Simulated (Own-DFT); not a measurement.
## Calculated data, AlGa₃N₄ (wurtzite random alloy, strained, atoms displaced)

Computed with Own-DFT development build. A calculation, not a measurement: plane-wave PBE density functional theory by an unreviewed code, no spin, of a simulated periodic cell, stress positive in tension, free energy of the whole cell less one offset for each atom, forces on such cells passed a denser k mesh, this cell's mesh not checked; offsets are fitted by least squares, one for each functional and potential file, so energies compare only between cells with the same atoms and settings and are not formation energies; the far tail of each file's local potential was reset to the Coulomb form; each entry is a single point on an unrelaxed cell, so the pressure reflects the starting lattice, mostly measured values, from which strain is counted, and rises with the displacements; printed positions are rounded, which can move forces by about a meV/angstrom; the program is a retired in-house code; no spin-orbit coupling.

Settings shared by all entries: functional PBE; potential files PseudoDojo norm-conserving, scalar-relativistic, standard set with the stringent files for Ga; wave cutoff 96 hartree; occupations Gaussian; smearing width 0.01 eV; k mesh 4 x 4 x 3 centred on Gamma.

(1) AlGa₃N₄ (wurtzite random alloy, strained, atoms displaced)

```
AlGa3N4
1.0
      9.5092     0.0000     0.0000
     -4.7546     8.2353     0.0000
      0.0000     0.0000    10.1658
Ga N Ga N Ga Al N Al Ga N Ga N Al Ga N Ga N Al Ga N Ga Al N Al Ga N Ga N Ga N Ga N Ga N Al Ga N Ga N Ga N Al N
2 2 2 2 1 1 2 1 1 2 2 2 1 1 2 2 2 1 1 2 1 1 2 1 1 2 2 2 2 2 2 2 2 2 1 1 2 2 2 2 2 2 2
Direct
  0.10820 0.21127 0.99695
  0.22809 0.11845 0.25083
  0.10461 0.21328 0.19147
  0.21195 0.10663 0.43218
  0.10567 0.21261 0.50037
  0.21511 0.11381 0.75238
  0.10208 0.22044 0.68589
  0.23005 0.11364 0.93355
  0.12122 0.55953 0.99568
  0.21982 0.44688 0.25729
  0.10725 0.55206 0.18556
  0.21436 0.43150 0.43906
  0.11235 0.55881 0.49938
  0.21762 0.44468 0.75724
  0.12073 0.55483 0.69033
  0.22853 0.44488 0.94446
  0.11470 0.88289 0.99128
  0.21697 0.77902 0.25464
  0.11043 0.89147 0.18750
  0.22804 0.78365 0.44539
  0.10876 0.88467 0.49744
  0.22268 0.77957 0.74862
  0.10370 0.88925 0.68286
  0.22106 0.77078 0.93622
  0.45433 0.23366 0.00442
  0.55352 0.10978 0.25243
  0.44993 0.22533 0.19524
  0.55022 0.11143 0.44752
  0.44330 0.21326 0.50269
  0.55230 0.11667 0.75014
  0.43663 0.20985 0.68295
  0.55365 0.11038 0.93620
  0.44695 0.55714 0.99789
  0.56051 0.44445 0.24446
  0.43646 0.54415 0.19218
  0.56014 0.44320 0.44412
  0.45491 0.56241 0.50519
  0.54921 0.44616 0.75654
  0.43628 0.55847 0.68302
  0.54283 0.43118 0.93664
  0.43812 0.89843 0.00236
  0.55231 0.77358 0.24681
  0.44086 0.88702 0.18900
  0.55573 0.78799 0.44183
  0.44555 0.88719 0.49786
  0.54549 0.76609 0.74319
  0.44049 0.87895 0.69132
  0.55012 0.77973 0.93946
  0.78521 0.22810 0.00987
  0.88947 0.11657 0.25319
  0.77859 0.21371 0.19084
  0.88861 0.10374 0.43967
  0.77328 0.22886 0.49771
  0.88908 0.11783 0.75656
  0.77494 0.22542 0.69188
  0.89175 0.11958 0.93084
  0.78061 0.55578 0.99839
  0.89383 0.44886 0.25169
  0.78219 0.56322 0.18555
  0.89366 0.44847 0.43937
  0.78685 0.55879 0.49720
  0.88477 0.44721 0.74103
  0.78341 0.55619 0.68434
  0.88407 0.44578 0.93293
  0.77176 0.88978 0.00917
  0.88333 0.78704 0.25478
  0.78013 0.88517 0.18436
  0.89425 0.78625 0.44240
  0.77939 0.88322 0.49427
  0.90187 0.78846 0.75283
  0.77040 0.89681 0.68815
  0.88330 0.76751 0.93061
```

* free energy of cell above offsets: -8.857 eV
* pressure: 9.05 GPa
* stress xx: -7.61 GPa
* stress yy: -5.89 GPa
* stress zz: -13.65 GPa
* stress yz: 1.15 GPa
* stress xz: -0.15 GPa
* stress xy: 1.2 GPa

Force:
```tsv
element	x (eV/Å)	y (eV/Å)	z (eV/Å)
Ga	-0.006	0.929	0.997
Ga	-0.545	-0.889	-0.762
N	0.214	2.007	-0.774
N	2.439	-0.676	2.157
Ga	-0.205	0.623	-0.129
Ga	0.626	-0.154	-1.723
N	0.917	0.655	1.045
N	-0.14	-0.728	1.589
Ga	-1.305	-1.539	0.405
Al	0.261	-1.153	-1.074
N	1.263	0.372	0.895
N	0.044	2.709	0.25
Al	1.393	-0.679	0.562
Ga	0.806	-0.941	-0.867
N	-2.32	0.522	-1.406
N	-0.528	-0.935	-0.385
Ga	-1.387	0.452	1.14
Ga	0.092	-0.178	-0.657
N	0.035	-0.083	-0.23
N	-1.612	-1.516	-0.374
Al	0.164	1.401	0.119
Ga	-0.187	-0.151	-0.768
N	1.038	0.119	0.108
N	-0.082	1.162	-0.069
Ga	-0.04	-3.363	0.259
Ga	0.413	-0.316	0.459
N	0.059	0.726	-0.636
N	0.486	-0.057	-1.439
Al	-1.99	1.339	-0.763
Ga	1.186	-1.446	-0.271
N	-1.241	1.607	0.448
N	0.238	1.125	1.277
Ga	-0.113	0.46	0.852
Al	-0.412	0.558	1.621
N	0.474	0.263	0.23
N	-0.82	-0.121	-1.064
Al	-0.738	-1.21	-2.049
Ga	0.836	-0.371	-2.878
N	1.172	-2.137	0.635
N	1.308	3.765	0.77
Ga	1.269	-0.982	-0.713
Ga	-0.117	-0.16	0.295
N	-0.056	0.106	0.685
N	2.581	-2.223	-0.874
Ga	-0.477	0.99	1.719
Ga	0.909	2.622	1.516
N	-0.773	1.705	-0.542
N	0.329	-0.062	0.262
Ga	-0.639	-0.065	-2.555
Ga	1.318	-1.331	0.475
N	-1.724	1.376	0.905
N	-1.609	-0.2	0.126
Ga	1.463	-1.33	1.022
Ga	-1.006	-0.98	-3.182
N	0.004	-0.127	-0.969
N	0.054	-0.987	3.77
Al	-0.174	-0.038	-0.398
Ga	-0.714	-0.358	-0.763
N	-0.64	-1.036	0
N	0.949	0.389	-0.092
Ga	-1.493	0.015	0.304
Ga	1.577	-0.361	1.127
N	-2.03	1.745	0.815
N	0.471	0.256	1.22
Ga	0.409	-0.06	-3.92
Ga	2.636	-0.922	-0.547
N	-2.117	1.033	2.053
N	0.169	-0.811	-0.287
Al	-1.535	1.495	1.97
Al	-2.669	-1.252	-1.493
N	2.028	-1.35	-0.676
N	-0.181	0.755	1.251
```

(2) AlGa₃N₄ (wurtzite random alloy, strained, atoms displaced)

```
AlGa3N4
1.0
      9.5092     0.0000     0.0000
     -4.7546     8.2353     0.0000
      0.0000     0.0000    10.1658
Ga N Ga Al N Ga N Ga N Ga N Al Ga N Ga N Ga Al N Al N Ga N Ga N Ga N Ga N Ga N Ga Al N Ga N Ga Al N Al N
2 2 1 1 2 2 2 2 2 2 2 1 1 2 2 2 1 1 2 2 2 2 2 2 2 2 2 2 2 2 2 1 1 2 2 2 1 1 2 2 2
Direct
  0.11288 0.22665 0.00162
  0.21461 0.10661 0.24924
  0.09850 0.21364 0.19270
  0.22086 0.11106 0.42809
  0.11480 0.22377 0.48597
  0.22600 0.11214 0.74668
  0.10936 0.21887 0.68905
  0.22779 0.11707 0.94255
  0.10764 0.55668 0.99935
  0.22372 0.44704 0.25326
  0.11161 0.56006 0.19451
  0.21690 0.44570 0.43918
  0.11145 0.55136 0.50348
  0.22103 0.44170 0.75238
  0.11681 0.55724 0.69028
  0.22537 0.45056 0.93413
  0.09690 0.87131 0.00323
  0.22275 0.78207 0.25786
  0.10110 0.88180 0.18936
  0.22289 0.78489 0.44304
  0.10206 0.88175 0.48716
  0.22897 0.77956 0.75179
  0.10766 0.87891 0.69265
  0.22837 0.77951 0.94285
  0.43895 0.22480 0.00134
  0.55990 0.10902 0.24893
  0.43628 0.22640 0.18855
  0.55946 0.11028 0.43880
  0.43208 0.21959 0.51286
  0.54264 0.10453 0.75666
  0.44093 0.22809 0.68476
  0.55860 0.11375 0.94014
  0.44607 0.55864 0.99660
  0.56034 0.44682 0.24381
  0.45614 0.55408 0.18344
  0.55625 0.44306 0.43896
  0.45426 0.56242 0.49990
  0.56062 0.45576 0.75454
  0.43656 0.54483 0.69806
  0.55908 0.44164 0.94488
  0.43921 0.88002 0.00730
  0.55451 0.78234 0.25213
  0.44380 0.88611 0.18590
  0.57010 0.78439 0.43970
  0.45809 0.89670 0.51223
  0.55197 0.78109 0.74975
  0.44803 0.89581 0.68352
  0.55878 0.76058 0.94059
  0.77708 0.22061 0.00516
  0.89059 0.10188 0.24738
  0.77507 0.21819 0.17904
  0.89386 0.11273 0.43938
  0.77848 0.22696 0.49807
  0.87812 0.10776 0.75170
  0.77068 0.20971 0.68454
  0.88253 0.10578 0.94409
  0.76763 0.55119 0.00229
  0.89031 0.45080 0.24092
  0.78690 0.55999 0.18800
  0.89258 0.44689 0.43398
  0.78792 0.55316 0.49992
  0.88800 0.44483 0.75451
  0.77641 0.55369 0.69291
  0.89408 0.45040 0.93778
  0.76873 0.88350 0.99707
  0.90041 0.78841 0.24303
  0.77677 0.88887 0.19472
  0.88813 0.77129 0.43583
  0.77891 0.89543 0.50493
  0.88801 0.76835 0.74979
  0.77878 0.88932 0.68374
  0.89463 0.78375 0.94170
```

- free energy of cell above offsets: -8.644 eV
- pressure: 9.4 GPa
- stress xx: -8.43 GPa
- stress yy: -5.7 GPa
- stress zz: -14.07 GPa
- stress yz: -0.02 GPa
- stress xz: -0.71 GPa
- stress xy: -1.6 GPa

Force:
```tsv
element	x (eV/Å)	y (eV/Å)	z (eV/Å)
Ga	-0.089	-0.517	-0.471
Ga	0.774	0.615	-1.78
N	1.777	2.068	-0.848
N	0.275	-1.438	2.556
Ga	-0.394	-0.183	2.189
Al	-1.521	-0.693	0.86
N	0.429	-0.49	-0.248
N	-1.151	-1.543	-1.546
Ga	1.145	0.032	0.614
Ga	0.398	-0.145	-1.105
N	-0.045	-0.502	-0.703
N	1.905	0.636	0.047
Ga	-0.769	1.179	-0.357
Ga	-0.651	-1.171	-1.079
N	-0.699	-0.184	0.344
N	0.42	-0.027	2.332
Ga	2.113	2.76	-0.471
Ga	0.266	-0.316	-0.56
N	1.857	1.135	0.03
N	0.847	-0.286	0.591
Al	0.476	0.985	1.928
Ga	-0.906	-0.385	-0.286
N	-0.598	1.425	-1.064
N	-0.804	-0.322	-0.54
Ga	1.214	-0.784	0.396
Ga	-1.334	0.708	0.097
N	1.42	-0.031	0.682
N	-0.989	0.304	-0.011
Ga	1.267	0.413	-4.602
Al	0.933	1.703	-0.805
N	0.934	-1.108	4.169
N	-0.697	-1.032	-0.568
Al	0.087	-2.451	0.832
Al	0.33	-0.434	1.294
N	-1.536	0.382	0.163
N	0.271	-0.043	-0.697
Ga	-0.306	-0.888	0.267
Ga	0.28	-1.483	-0.026
N	0.231	2.352	-1.566
N	-2.119	0.654	-0.936
Ga	0.997	1.159	-1.769
Ga	0.977	-1.094	-0.142
N	-0.513	0.212	1.778
N	-1.198	-0.132	0.679
Ga	-0.765	-0.505	-4.506
Ga	1.163	-0.802	-0.033
N	-0.167	-0.092	4.19
N	-2.176	1.811	-0.983
Ga	-0.04	0.334	-2.86
Ga	-2.362	0.867	0.993
N	0.405	1.423	3.806
N	-0.938	-0.928	-0.132
Ga	0.678	-0.337	-0.3
Ga	1.895	0.22	0.031
N	-2.045	1.318	1.24
N	0.448	0.497	-0.658
Ga	1.924	1.151	-0.147
Al	0.698	-1.211	1.013
N	-1.089	0.191	0.823
N	0.476	-0.501	-0.861
Ga	-1.86	0.035	-0.16
Ga	0.653	-0.895	-1.189
N	0.367	0.556	-0.281
N	-0.899	-0.79	0.918
Ga	1.555	0.916	1.151
Al	-2.867	-2.5	1.653
N	0.775	-1.483	-1.141
N	-0.823	1.504	-0.396
Al	1.614	-0.141	-1.442
Al	-0.286	1.673	0.054
N	0.424	-1.41	1.318
N	-2.063	-1.939	-1.768
```
